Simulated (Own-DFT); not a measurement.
# PBE against PBEsol on the same cells

These are calculations, not measurements. The program, named Own-DFT, is a retired in-house plane-wave density functional code that no person has reviewed. Each row is one single-point run on a periodic cell that was not relaxed, without spin or spin-orbit coupling.

Known limits, some of them of some rows only: forces on such cells failed a check on a denser k mesh; forces on such cells moved up to 12 meV/angstrom on a denser k mesh; stress not checked against mesh or cutoff.

Each cell was run twice at the same cutoff, k mesh and smearing, with PBE and with PBEsol, on PseudoDojo norm-conserving files made for PBE. Atoms were moved at random from their sites; u is the rms move along one axis. Files made for PBEsol would give a somewhat different change.

| cell | atoms | volume (Å³/atom) | u (Å) | cutoff (hartree) | P with PBE (GPa) | P with PBEsol (GPa) | change (GPa) |
|---|---|---|---|---|---|---|---|
| C11b WSi2 with one Si on a W site (Si21W9) | 30 | 13.44 | 0.080 | 50 | 10.27 | 6.41 | -3.86 |
| C11b WSi2 with one Si on a W site (Si21W9) | 30 | 13.44 | 0.085 | 50 | 9.51 | 5.67 | -3.83 |
| C11b WSi2 with one Si on a W site (Si21W9) | 30 | 13.44 | 0.031 | 50 | 6.23 | 2.38 | -3.85 |
| C40 NbSi2 with one Si vacancy (Nb12Si23) | 35 | 15.06 | 0.027 | 42 | 0.85 | -2.72 | -3.57 |
| C40 NbSi2 with one Si vacancy (Nb12Si23) | 35 | 15.06 | 0.034 | 42 | 1.17 | -2.40 | -3.57 |
| C40 NbSi2 with one Si vacancy (Nb12Si23) | 35 | 15.06 | 0.050 | 42 | 1.93 | ? | ? |
| D0_22 TiAl3 (Al30Ti10) | 40 | 15.39 | 0.056 | 42 | 4.87 | 2.92 | -1.95 |
| D0_22 TiAl3 (Al30Ti10) | 40 | 15.71 | 0.053 | 42 | 2.40 | 0.51 | -1.89 |
| D0_22 TiAl3 (Al30Ti10) | 40 | 15.63 | 0.154 | 42 | 9.00 | 7.09 | -1.91 |
| beta-Si3N4 (N64Si48) | 112 | 10.42 | 0.048 | 42 | 8.82 | 6.42 | -2.40 |
| beta-Si3N4 (N64Si48) | 112 | 10.41 | 0.052 | 42 | 8.53 | 6.12 | -2.41 |
| beta-Si3N4 (N64Si48) | 112 | 10.31 | 0.048 | 42 | 10.99 | 8.57 | -2.43 |

## Worked reading

Mean change of pressure by composition, in GPa: Si7W3, -3.85; Nb12Si23, -3.57; N4Si3, -2.41; Al3Ti, -1.92. At a fixed cell PBEsol gives the lower pressure, because it favours a smaller volume than PBE. Here the change varies more between materials than between cells of one material.

## Withheld value

Question: what PBEsol pressure should the Nb12Si23 cell with the blank give?

Adding the mean change of the cells with its composition, -3.57 GPa, to 1.93 gives -1.6 GPa. The calculation gave -1.65 GPa.
